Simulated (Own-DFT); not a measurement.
# Computed records: TiSi2 (C49 TiSi2 crystal, strained, atoms displaced)

All values are calculated (Own-DFT development build). A calculation, not a measurement: plane-wave density functional theory by an unreviewed code, no spin, of a simulated periodic cell, stress positive in tension, run twice, with PBE and with PBEsol, both on files made for PBE, so the change isn't that of files made for PBEsol, forces on such cells moved up to 12 meV/angstrom on a denser k mesh; the far tail of each file's local potential was reset to the Coulomb form; each entry is a single point on an unrelaxed cell, so the pressure reflects the starting lattice, taken from the Materials Project, from which strain is counted, and rises with the displacements; printed positions are rounded, which can move forces by about a meV/angstrom; the program, named Own-DFT, is a retired in-house code; no spin-orbit coupling; stress was not checked against mesh or cutoff.

Common to all runs: functional PBE, then PBEsol; potential files PseudoDojo norm-conserving, scalar-relativistic, standard set; wave cutoff 42 hartree; occupations cold (Marzari-Vanderbilt); smearing width 0.2 eV; k mesh 4 x 4 x 4 centred on Gamma.

(1) TiSi2 (C49 TiSi2 crystal, strained, atoms displaced)

```
TiSi2
1.0
      5.3992    -6.9023     3.5760
      7.1231    -0.0256    -7.0879
      5.1945     6.6606     3.4218
Ti Si Ti Si Ti Si Ti Si Ti Si Ti Si Ti Si Ti Si Ti Si Ti Si
2 4 2 4 2 4 2 4 2 4 2 4 2 4 2 4 2 4 2 4
Direct
  0.95233 0.93266 0.14395
  0.86640 0.87161 0.64387
  0.61285 0.91080 0.49161
  0.20243 0.87222 0.32323
  0.90570 0.02928 0.39721
  0.88797 0.78844 0.40218
  0.93699 0.42213 0.16037
  0.85558 0.36696 0.64829
  0.60695 0.42464 0.49209
  0.19300 0.36673 0.30846
  0.91558 0.52450 0.39879
  0.91171 0.27212 0.40783
  0.75007 0.72564 0.95397
  0.65739 0.67010 0.45406
  0.40854 0.72525 0.28771
  0.99817 0.66380 0.10511
  0.69944 0.82205 0.19884
  0.70340 0.58205 0.20032
  0.54316 0.02328 0.76274
  0.46204 0.97645 0.24822
  0.21364 0.02090 0.09205
  0.78855 0.97271 0.91099
  0.50638 0.11991 0.00056
  0.49943 0.87578 0.00826
  0.74244 0.22106 0.95344
  0.65472 0.17389 0.45398
  0.40293 0.22257 0.29031
  0.99247 0.18151 0.11886
  0.69589 0.32561 0.19139
  0.69325 0.08048 0.19684
  0.55371 0.52764 0.75755
  0.45727 0.47645 0.23908
  0.21845 0.52797 0.08800
  0.79111 0.46640 0.90329
  0.49409 0.62871 0.00277
  0.49407 0.36983 0.99820
  0.34949 0.82685 0.55011
  0.25465 0.78215 0.05073
  0.00803 0.82727 0.89546
  0.59205 0.76814 0.70455
  0.29833 0.92612 0.80417
  0.28984 0.67685 0.79375
  0.34386 0.33234 0.54728
  0.24665 0.27701 0.05074
  0.00525 0.32868 0.88965
  0.59703 0.27921 0.71230
  0.28986 0.41963 0.79624
  0.30574 0.17681 0.79844
  0.14241 0.62498 0.34773
  0.05548 0.57091 0.84081
  0.80558 0.62430 0.68909
  0.38206 0.57602 0.50068
  0.10189 0.72535 0.59340
  0.10247 0.46541 0.60356
  0.14005 0.11617 0.34697
  0.05278 0.08610 0.84973
  0.80789 0.12297 0.68267
  0.39243 0.07521 0.51297
  0.09438 0.21886 0.60317
  0.09759 0.97075 0.60544
```

```
PBE pressure                                      : 4.3 GPa
PBE stress xx                                     : -3.66 GPa
PBE stress yy                                     : -2.9 GPa
PBE stress zz                                     : -6.33 GPa
PBE stress yz                                     : -2.71 GPa
PBE stress xz                                     : -1.88 GPa
PBE stress xy                                     : -3.65 GPa
PBEsol pressure                                   : 0.96 GPa
PBEsol stress xx                                  : -0.23 GPa
PBEsol stress yy                                  : 0.67 GPa
PBEsol stress zz                                  : -3.31 GPa
PBEsol stress yz                                  : -2.72 GPa
PBEsol stress xz                                  : -1.89 GPa
PBEsol stress xy                                  : -3.63 GPa
rms change of force components from PBE to PBEsol : 0.022 eV/Å
```

Force:
```csv
force element,PBE force x (eV/Å),PBE force y (eV/Å),PBE force z (eV/Å),PBEsol force x (eV/Å),PBEsol force y (eV/Å),PBEsol force z (eV/Å)
Ti,-0.019,1.03,1.051,-0.016,1,1.041
Ti,-0.254,1.665,-0.454,-0.256,1.653,-0.453
Si,1.181,-0.059,-1.488,1.162,-0.115,-1.502
Si,-1.715,-0.128,-1.472,-1.694,-0.074,-1.473
Si,-0.529,0.379,-0.188,-0.523,0.37,-0.186
Si,-0.582,-1.262,0.831,-0.572,-1.239,0.848
Ti,0.292,-1.477,-0.269,0.292,-1.482,-0.263
Ti,0.294,0.057,-0.734,0.297,0.075,-0.715
Si,0.034,-0.213,-0.303,0.036,-0.268,-0.314
Si,-0.054,0.263,-1.181,-0.06,0.318,-1.186
Si,-0.425,1.179,-0.583,-0.432,1.157,-0.593
Si,-0.997,0.342,-1.145,-1.006,0.333,-1.171
Ti,-0.533,-0.121,0.031,-0.527,-0.131,0.026
Ti,-1.092,-0.604,-0.668,-1.066,-0.581,-0.681
Si,0.576,-0.345,0.438,0.572,-0.409,0.428
Si,0.266,0.373,-0.933,0.256,0.436,-0.921
Si,0.637,-0.183,-0.148,0.636,-0.177,-0.162
Si,-0.633,0.23,0.679,-0.642,0.223,0.695
Ti,-0.468,-1.251,-0.225,-0.459,-1.243,-0.228
Ti,-0.554,0.853,0.107,-0.556,0.855,0.109
Si,0.622,0.379,-0.739,0.612,0.347,-0.743
Si,-0.028,-0.244,-0.313,-0.027,-0.186,-0.316
Si,-0.144,0.569,-0.691,-0.156,0.555,-0.685
Si,-0.604,-0.46,-0.095,-0.601,-0.454,-0.107
Ti,0.528,-0.413,0.175,0.522,-0.412,0.169
Ti,-1.162,-0.479,-0.542,-1.149,-0.46,-0.536
Si,0.714,-0.457,0.414,0.706,-0.522,0.41
Si,-1.504,-0.625,-0.295,-1.486,-0.584,-0.282
Si,0.796,0.485,0.298,0.817,0.474,0.297
Si,0.661,-0.107,1.002,0.658,-0.103,1.011
Ti,-1.542,0.444,-0.559,-1.528,0.403,-0.552
Ti,0.146,1.156,0.561,0.144,1.169,0.551
Si,-0.454,0.116,0.061,-0.439,0.062,0.07
Si,0.89,0.623,-0.37,0.87,0.687,-0.371
Si,-0.197,-0.707,0.061,-0.208,-0.695,0.073
Si,0.304,-0.22,-0.374,0.314,-0.217,-0.384
Ti,0.587,0.714,0.834,0.577,0.693,0.827
Ti,-1.154,-0.114,0.382,-1.141,-0.105,0.39
Si,-0.042,-0.324,-0.064,-0.035,-0.374,-0.073
Si,0.872,0.905,-0.147,0.851,0.972,-0.133
Si,-0.009,-0.21,-0.037,0,-0.208,-0.027
Si,0.685,-0.269,0.697,0.689,-0.265,0.701
Ti,-0.026,0.035,1.24,-0.025,0.027,1.23
Ti,-0.365,-0.828,0.146,-0.357,-0.807,0.142
Si,0.355,-0.05,0.768,0.351,-0.116,0.776
Si,-0.977,0.196,-0.025,-0.962,0.248,-0.008
Si,1.241,-0.361,0.21,1.248,-0.347,0.204
Si,-0.342,0.441,0.126,-0.346,0.431,0.132
Ti,0.467,-0.212,0.458,0.463,-0.229,0.472
Ti,0.535,0.752,-0.307,0.532,0.752,-0.299
Si,0.616,-0.366,0.896,0.611,-0.422,0.888
Si,0.838,0.007,0.829,0.821,0.064,0.834
Si,-0.401,0.059,0.063,-0.424,0.066,0.058
Si,-0.173,-0.205,-0.938,-0.165,-0.206,-0.944
Ti,2.313,0.006,0.61,2.292,-0.001,0.595
Ti,-1.021,-0.073,0.88,-1.017,-0.065,0.876
Si,0.687,0.429,0.955,0.684,0.376,0.944
Si,-0.084,-0.15,0.139,-0.084,-0.104,0.157
Si,0.603,-0.685,0.38,0.612,-0.663,0.394
Si,0.343,-0.488,-0.038,0.333,-0.479,-0.042
```

(2) TiSi2 (C49 TiSi2 crystal, strained, atoms displaced)

```
TiSi2
1.0
      5.0789    -6.6335     3.4955
      7.1157     0.1827    -7.1554
      5.2673     6.6968     3.3357
Ti Si Ti Si Ti Si Ti Si Ti Si Ti Si Ti Si Ti Si Ti Si Ti Si
2 4 2 4 2 4 2 4 2 4 2 4 2 4 2 4 2 4 2 4
Direct
  0.95131 0.91749 0.16130
  0.85066 0.86959 0.64645
  0.60062 0.92566 0.49217
  0.19433 0.87479 0.30790
  0.90347 0.02562 0.39636
  0.89834 0.77478 0.39332
  0.94948 0.42849 0.15707
  0.84877 0.37866 0.64988
  0.60934 0.42554 0.49264
  0.18791 0.37575 0.30921
  0.89927 0.53012 0.39480
  0.90290 0.27186 0.39743
  0.75223 0.72448 0.95565
  0.65796 0.67505 0.44918
  0.40238 0.72956 0.29290
  0.99083 0.67706 0.10767
  0.70044 0.83130 0.19968
  0.70148 0.57878 0.19923
  0.54608 0.02015 0.74348
  0.45425 0.96731 0.25190
  0.20376 0.02075 0.08542
  0.78865 0.97889 0.89783
  0.50189 0.12806 0.00232
  0.49374 0.87871 0.99015
  0.74450 0.22146 0.95459
  0.65696 0.17860 0.45477
  0.40308 0.21671 0.29523
  0.99414 0.18882 0.11072
  0.69758 0.32507 0.19999
  0.69394 0.06912 0.20263
  0.55097 0.52473 0.76294
  0.46438 0.47807 0.24925
  0.21640 0.52490 0.10212
  0.78681 0.47819 0.90489
  0.50274 0.61854 0.00881
  0.49633 0.37596 0.99607
  0.34498 0.83408 0.54848
  0.25661 0.77725 0.04062
  0.00747 0.82221 0.89289
  0.59684 0.76776 0.71066
  0.29684 0.91982 0.81271
  0.30345 0.68231 0.79799
  0.34516 0.31910 0.55091
  0.25040 0.28442 0.04928
  0.00764 0.32062 0.90235
  0.58210 0.26728 0.70931
  0.30355 0.43101 0.79833
  0.29958 0.17968 0.80093
  0.15364 0.62381 0.36395
  0.04976 0.57698 0.84955
  0.80047 0.61320 0.68985
  0.38873 0.57421 0.50946
  0.08983 0.73002 0.59704
  0.10156 0.47345 0.60116
  0.15014 0.12016 0.36091
  0.04628 0.08015 0.84248
  0.80364 0.12197 0.68634
  0.38946 0.07424 0.50871
  0.09494 0.21713 0.59166
  0.09411 0.96931 0.59445
```

```
PBE pressure                                      : 10.19 GPa
PBE stress xx                                     : -9.25 GPa
PBE stress yy                                     : -9.2 GPa
PBE stress zz                                     : -12.12 GPa
PBE stress yz                                     : -4.45 GPa
PBE stress xz                                     : -6.28 GPa
PBE stress xy                                     : 3.64 GPa
PBEsol pressure                                   : 6.7 GPa
PBEsol stress xx                                  : -5.65 GPa
PBEsol stress yy                                  : -5.45 GPa
PBEsol stress zz                                  : -9 GPa
PBEsol stress yz                                  : -4.48 GPa
PBEsol stress xz                                  : -6.32 GPa
PBEsol stress xy                                  : 3.62 GPa
rms change of force components from PBE to PBEsol : 0.022 eV/Å
```

Force:
```csv
force element,PBE force x (eV/Å),PBE force y (eV/Å),PBE force z (eV/Å),PBEsol force x (eV/Å),PBEsol force y (eV/Å),PBEsol force z (eV/Å)
Ti,-0.29,-0.893,-2.135,-0.291,-0.896,-2.116
Ti,0.009,0.147,-0.207,0.014,0.165,-0.205
Si,0.526,-0.664,0.69,0.517,-0.706,0.683
Si,-0.108,0.674,-0.273,-0.096,0.738,-0.271
Si,-0.414,0.617,-0.148,-0.416,0.605,-0.143
Si,0.448,0.401,0.458,0.449,0.395,0.448
Ti,-0.543,-0.202,-0.803,-0.538,-0.224,-0.794
Ti,-0.571,-0.553,1.172,-0.567,-0.522,1.161
Si,0.138,0.114,0.043,0.137,0.055,0.043
Si,0.444,0.343,0.915,0.436,0.402,0.925
Si,0.187,0.359,0.872,0.19,0.356,0.885
Si,0.098,0.311,-0.655,0.093,0.306,-0.671
Ti,-0.524,0.228,-0.735,-0.522,0.201,-0.723
Ti,-0.968,0.465,-0.705,-0.961,0.476,-0.695
Si,-0.046,-0.843,1.16,-0.044,-0.901,1.154
Si,0.56,0.259,1.254,0.551,0.314,1.258
Si,-0.951,0.046,0.219,-0.961,0.047,0.223
Si,0.191,-0.111,0.225,0.186,-0.109,0.224
Ti,0.57,0.949,0.232,0.571,0.916,0.227
Ti,-0.274,-0.36,-1.473,-0.273,-0.336,-1.457
Si,0.9,-0.086,-0.53,0.879,-0.134,-0.532
Si,0.504,0.851,1.635,0.498,0.905,1.641
Si,-0.709,0.318,-0.01,-0.699,0.314,-0.006
Si,1.191,-0.235,1.309,1.19,-0.233,1.324
Ti,0.424,-0.342,-0.4,0.424,-0.356,-0.406
Ti,-1.846,-0.389,-0.633,-1.833,-0.358,-0.626
Si,0.711,-0.973,-0.914,0.7,-1.023,-0.925
Si,-0.92,1.387,2.525,-0.896,1.449,2.537
Si,0.12,-0.131,0.19,0.124,-0.125,0.187
Si,0.963,-0.407,-0.177,0.968,-0.401,-0.184
Ti,-1.745,-0.388,-1.047,-1.721,-0.405,-1.034
Ti,-1.076,1.391,0.188,-1.071,1.395,0.18
Si,-0.385,-0.532,-1.354,-0.381,-0.59,-1.359
Si,0.799,0.671,2.066,0.796,0.727,2.068
Si,0.002,-0.511,-1.008,0,-0.502,-1.01
Si,0.601,0.174,0.633,0.6,0.169,0.63
Ti,-0.353,0.542,1.421,-0.348,0.51,1.399
Ti,-0.135,1.583,1.028,-0.129,1.579,1.013
Si,0.118,-0.49,-0.883,0.111,-0.542,-0.886
Si,0.031,0.49,-0.909,0.04,0.537,-0.902
Si,-0.669,-1.146,-2.175,-0.675,-1.128,-2.191
Si,-0.622,0.098,0.306,-0.622,0.097,0.31
Ti,0.458,0.003,-0.587,0.454,-0.015,-0.58
Ti,-0.581,-0.355,1.094,-0.58,-0.33,1.08
Si,-0.312,-1.456,-2.475,-0.313,-1.523,-2.491
Si,1.046,-0.147,-0.07,1.032,-0.107,-0.066
Si,-0.51,0.484,-0.211,-0.498,0.481,-0.208
Si,-0.494,0.175,-0.016,-0.51,0.173,-0.028
Ti,-1.362,-0.483,-1.421,-1.353,-0.497,-1.421
Ti,-0.012,-0.389,0.561,-0.011,-0.36,0.555
Si,1.56,-1.252,-0.774,1.534,-1.315,-0.782
Si,0.996,0.012,0.896,0.984,0.063,0.893
Si,0.218,-0.219,1.125,0.212,-0.213,1.137
Si,-0.169,0.35,0.045,-0.179,0.343,0.037
Ti,-0.862,-0.834,-1.186,-0.845,-0.832,-1.174
Ti,0.052,0.109,0.971,0.049,0.131,0.97
Si,0.828,-0.584,-0.312,0.815,-0.645,-0.332
Si,0.305,0.627,0.353,0.303,0.696,0.366
Si,1.349,0.529,0.245,1.36,0.52,0.262
Si,1.103,0.271,0.395,1.115,0.26,0.397
```

(3) TiSi2 (C49 TiSi2 crystal, strained, atoms displaced)

```
TiSi2
1.0
      5.2416    -6.8328     3.4241
      7.1369    -0.0900    -7.2388
      5.2435     6.9254     3.5967
Ti Si Ti Si Ti Si Ti Si Ti Si Ti Si Ti Si Ti Si Ti Si Ti Si
2 4 2 4 2 4 2 4 2 4 2 4 2 4 2 4 2 4 2 4
Direct
  0.94229 0.92400 0.14872
  0.85673 0.87618 0.64479
  0.60321 0.92766 0.48458
  0.19177 0.87166 0.30089
  0.87991 0.03289 0.38538
  0.90334 0.76476 0.39137
  0.94494 0.42220 0.16291
  0.85136 0.37313 0.65821
  0.61338 0.42295 0.50219
  0.20116 0.37244 0.30795
  0.90067 0.52079 0.41090
  0.89912 0.27484 0.40535
  0.75403 0.72058 0.94683
  0.65707 0.67035 0.44649
  0.40556 0.72368 0.29854
  0.00004 0.67418 0.11033
  0.69822 0.81893 0.20703
  0.69950 0.57313 0.19788
  0.54499 0.02110 0.74089
  0.45305 0.98047 0.24984
  0.21329 0.01608 0.09489
  0.79003 0.97781 0.90977
  0.50264 0.13477 0.99664
  0.49673 0.87809 0.00684
  0.73582 0.23016 0.96349
  0.65605 0.17420 0.44467
  0.41290 0.21672 0.28903
  0.98913 0.18296 0.09943
  0.70675 0.32951 0.19560
  0.70351 0.07207 0.20135
  0.55081 0.52131 0.75252
  0.44437 0.47588 0.24304
  0.20378 0.52312 0.09771
  0.78145 0.47525 0.90774
  0.49595 0.63685 0.99982
  0.49558 0.37329 0.00538
  0.34846 0.82647 0.54981
  0.25022 0.77009 0.05704
  0.01142 0.82883 0.88919
  0.58627 0.78108 0.70254
  0.29236 0.92914 0.79665
  0.30279 0.67412 0.79690
  0.35246 0.32500 0.55000
  0.26403 0.26463 0.05195
  0.00326 0.31927 0.90318
  0.59609 0.27745 0.70988
  0.30151 0.41735 0.79624
  0.30361 0.17316 0.79903
  0.14794 0.62515 0.35021
  0.04338 0.57889 0.85001
  0.80991 0.63191 0.69974
  0.39110 0.57946 0.52226
  0.09751 0.72748 0.59793
  0.10064 0.47911 0.59563
  0.14536 0.12288 0.35091
  0.05098 0.07565 0.86103
  0.80520 0.11878 0.69272
  0.40042 0.08367 0.51099
  0.09970 0.22760 0.60049
  0.09229 0.97245 0.60089
```

```
PBE pressure                                      : 1.08 GPa
PBE stress xx                                     : -2.46 GPa
PBE stress yy                                     : 1.34 GPa
PBE stress zz                                     : -2.13 GPa
PBE stress yz                                     : 2.65 GPa
PBE stress xz                                     : -3.56 GPa
PBE stress xy                                     : -0.11 GPa
PBEsol pressure                                   : -2.17 GPa
PBEsol stress xx                                  : 0.88 GPa
PBEsol stress yy                                  : 4.85 GPa
PBEsol stress zz                                  : 0.77 GPa
PBEsol stress yz                                  : 2.64 GPa
PBEsol stress xz                                  : -3.58 GPa
PBEsol stress xy                                  : -0.11 GPa
rms change of force components from PBE to PBEsol : 0.021 eV/Å
```

Force:
```csv
force element,PBE force x (eV/Å),PBE force y (eV/Å),PBE force z (eV/Å),PBEsol force x (eV/Å),PBEsol force y (eV/Å),PBEsol force z (eV/Å)
Ti,0.533,0.183,0.259,0.53,0.168,0.261
Ti,-0.594,0.227,-0.355,-0.585,0.246,-0.345
Si,0.397,-0.305,1.164,0.392,-0.352,1.162
Si,0.61,0.902,-0.2,0.594,0.958,-0.202
Si,1.576,-0.58,2.306,1.59,-0.569,2.328
Si,0.778,0.414,-0.357,0.788,0.404,-0.358
Ti,0.142,-0.716,-0.437,0.129,-0.719,-0.433
Ti,0.156,-0.874,0.005,0.149,-0.849,-0.008
Si,-0.713,-0.327,-1.064,-0.701,-0.371,-1.063
Si,-0.406,0.449,-0.091,-0.397,0.499,-0.091
Si,-0.523,-0.262,-0.394,-0.54,-0.254,-0.41
Si,-0.122,-0.152,0.092,-0.13,-0.152,0.09
Ti,0.555,1.461,-0.628,0.543,1.427,-0.621
Ti,0.322,0.303,-0.341,0.323,0.308,-0.345
Si,0.082,-0.332,0.551,0.078,-0.382,0.561
Si,-0.785,0.558,-1.069,-0.772,0.604,-1.086
Si,-0.136,-0.391,-0.571,-0.13,-0.379,-0.576
Si,0.107,0.158,0.009,0.119,0.155,0.022
Ti,1.694,1.163,0.452,1.678,1.133,0.44
Ti,-1.032,-0.601,0.586,-1.023,-0.583,0.576
Si,0.198,0.156,-0.976,0.201,0.109,-0.986
Si,-0.468,0.104,0.018,-0.457,0.155,0.024
Si,-0.678,0.238,0.85,-0.665,0.239,0.851
Si,-0.134,-0.533,-0.215,-0.124,-0.521,-0.227
Ti,-0.405,-1.751,0.404,-0.392,-1.75,0.402
Ti,0.226,0.565,-0.447,0.212,0.578,-0.431
Si,0.908,-0.014,-0.662,0.89,-0.072,-0.653
Si,0.23,1.112,2.368,0.223,1.169,2.386
Si,-0.215,1.177,0.112,-0.228,1.153,0.123
Si,-1.198,0.097,-1.289,-1.215,0.092,-1.314
Ti,0.33,0.921,-0.62,0.32,0.893,-0.613
Ti,1.091,-0.563,0.85,1.073,-0.54,0.837
Si,-0.615,-0.753,0.187,-0.599,-0.81,0.195
Si,0.853,-0.224,0.697,0.836,-0.182,0.684
Si,-0.407,-0.187,0.694,-0.416,-0.179,0.706
Si,0.438,-0.192,-0.629,0.448,-0.187,-0.627
Ti,0.036,0.804,-0.525,0.037,0.784,-0.513
Ti,-0.237,-1.169,-0.476,-0.231,-1.135,-0.469
Si,-0.124,0.329,0.327,-0.125,0.292,0.332
Si,0.019,-0.216,0.989,0.017,-0.166,0.975
Si,0.155,-0.163,0.52,0.158,-0.166,0.524
Si,-0.13,0.384,0.014,-0.136,0.376,0.017
Ti,0.323,0.715,-0.176,0.323,0.704,-0.166
Ti,-0.607,0.557,-1.447,-0.6,0.562,-1.43
Si,0.512,-1.138,-1.531,0.501,-1.202,-1.544
Si,-0.529,0.347,0.421,-0.517,0.404,0.414
Si,0.562,0.436,-0.364,0.565,0.424,-0.365
Si,-0.26,0.167,-0.014,-0.258,0.165,-0.006
Ti,0.311,0.541,0.794,0.306,0.52,0.786
Ti,0.352,-1.331,1.013,0.352,-1.297,0.988
Si,-1.166,-0.128,-0.106,-1.145,-0.169,-0.094
Si,-0.947,-0.573,-0.112,-0.935,-0.531,-0.11
Si,0.019,-0.025,0.156,0.019,-0.021,0.149
Si,0.27,0.307,0.601,0.278,0.298,0.608
Ti,0.285,0.38,0.006,0.29,0.352,0.002
Ti,-0.818,-1.298,-0.532,-0.811,-1.27,-0.529
Si,0.601,-0.218,-0.154,0.583,-0.279,-0.151
Si,-1.541,0.327,-0.438,-1.515,0.381,-0.438
Si,-0.131,0.062,0.304,-0.128,0.059,0.304
Si,0.244,-0.528,-0.526,0.225,-0.521,-0.541
```
